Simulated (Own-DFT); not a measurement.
# Two functionals across a range of volumes: beta-Si3N4, 42 atoms (N24Si18)

The numbers are computed, not measured, by runs of the plane-wave DFT program Own-DFT (in-house, retired, unreviewed) at fixed positions, with no spin and no spin-orbit coupling.

Known weak points: forces on such cells passed a denser k mesh, each cell not checked; stress not checked against mesh or cutoff.

Each geometry was run with PBE and with PBEsol, otherwise alike: PseudoDojo norm-conserving scalar-relativistic files made for PBE; cutoff 42 hartree; 3 x 3 x 3 k mesh centred on Gamma; Fermi-Dirac smearing of 0.1 eV. Unstrained cell vectors in Å: (7.606, 0.000, 0.000); (-3.803, 6.587, 0.000); (0.000, 0.000, 8.727). Each has a uniform strain, of which the change of volume is shown, and random moves of rms u per axis.

| run | volume change (%) | u (Å) | P with PBE (GPa) | P with PBEsol (GPa) |
|---|---|---|---|---|
| 1 | 2.84 | 0.0521 | 0.92 | -1.46 |
| 2 | 1.10 | 0.0498 | 4.90 | 2.50 |
| 3 | 1.28 | 0.0496 | 4.88 | 2.48 |
| 4 | 0.99 | 0.0491 | 5.55 | 3.16 |
| 5 | 1.16 | 0.0556 | 6.26 | 3.87 |
| 6 | -0.86 | 0.0492 | 11.02 | 8.60 |
| 7 | 1.17 | 0.0498 | 5.50 | 3.12 |
| 8 | 1.97 | 0.0530 | 2.52 | 0.12 |
| 9 | 2.14 | 0.0555 | 3.54 | 1.16 |
| 10 | 1.42 | 0.0485 | 4.89 | 2.50 |
| 11 | 1.15 | 0.0505 | 5.91 | ? |

Asked: by how much does PBEsol shrink this cell, and what belongs in the blank?

## Working it out

Write v for the change of volume as a fraction. Fitted to v and u², the PBE pressure has a slope of -287 ± 18 GPa in v, with the ions held to the strained lattice. The difference PBEsol less PBE is -2.41 + 1.0 v GPa (slope ± 0.3) and averages -2.39 GPa. Divided by the mean slope of the two, 286 GPa, that makes PBEsol's volume at a given pressure, near 4 GPa, about 0.8 % smaller, or 0.28 % in lengths. At one volume PBEsol's slope is the smaller by 1 GPa, but its pressure there is lower too. If stiffness rises by about 4 GPa for each GPa, PBEsol at equal pressure is stiffer by about 9 GPa. Files made for PBEsol would give a different shift.

For run 11 the line gives 3.51 GPa. The hidden result is 3.52 GPa.
